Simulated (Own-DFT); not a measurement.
# Biaxial strain at fixed height in wurtzite AlGaN with randomly placed atoms, 72 atoms (Al27Ga9N36)

No measurement is shown. These are fixed-geometry runs of a retired plane-wave code named Own-DFT, which no person has reviewed; spin and spin-orbit coupling are neglected.

Common settings: PBE; PseudoDojo norm-conserving scalar-relativistic files (stringent for Ga); cutoff 96 hartree; 4 x 4 x 3 k mesh centred on Gamma; Gaussian smearing of 0.01 eV.

Known weak points: forces on such cells passed a denser k mesh, each cell not checked; stress not checked against mesh or cutoff.

Unstrained cell vectors in Å: (9.394, 0.000, 0.000); (-4.697, 8.135, 0.000); (0.000, 0.000, 10.066). The unstrained cell has measured lattice constants (interpolated for alloys), not those of this functional. That, the random moves and any unrelaxed bonds set the pressure at no strain. Each run strains x and y alike by e, as a substrate would, and holds the height along z. Each atom got a random Gaussian move of width 0.05 Å along each axis. The random placing of the alloy's atoms differs from row to row. Stress is positive in tension.

```
e (%),u (Å),(s_xx + s_yy)/2 (GPa),s_zz (GPa)
-3.00,0.051,-27.25,-11.35
-2.50,0.050,-23.00,-11.53
-2.25,0.049,-21.69,-9.07
-0.75,0.047,-10.71,-7.21
-0.50,0.051,-8.64,-9.26
0.50,0.048,-2.72,-7.60
0.75,0.052,?,?
1.75,0.051,3.02,-5.00
2.75,0.050,7.53,-2.06
3.00,0.052,7.95,-1.06
```

## Worked fit

With e as a fraction, the in-plane stress is -5.8 + 591 e - 4239 e² GPa (errors 5 and 300, scatter 0.31), and s_zz is -6.9 + 159 e GPa (slope ± 19, scatter 1.20). At e = 0 the first slope is C11 + C12 and the second 2 C13, both with the ions held to the strained lattice and at the cell's own pressure. The term in e² is negative: the layer stiffens under compression and softens under tension. A free layer would change its height as e changes, and the in-plane slope would drop by 2 C13²/C33 to the biaxial modulus. At fixed height, a misfit of 1 % moves the in-plane stress by about 5.9 GPa and s_zz by 1.6 GPa.

## The run left out

Asked: what are the two stresses at e = 0.75 %?

The fit gives -1.6 and -5.8 GPa. The hidden result is -1.38 and -8.29 GPa.
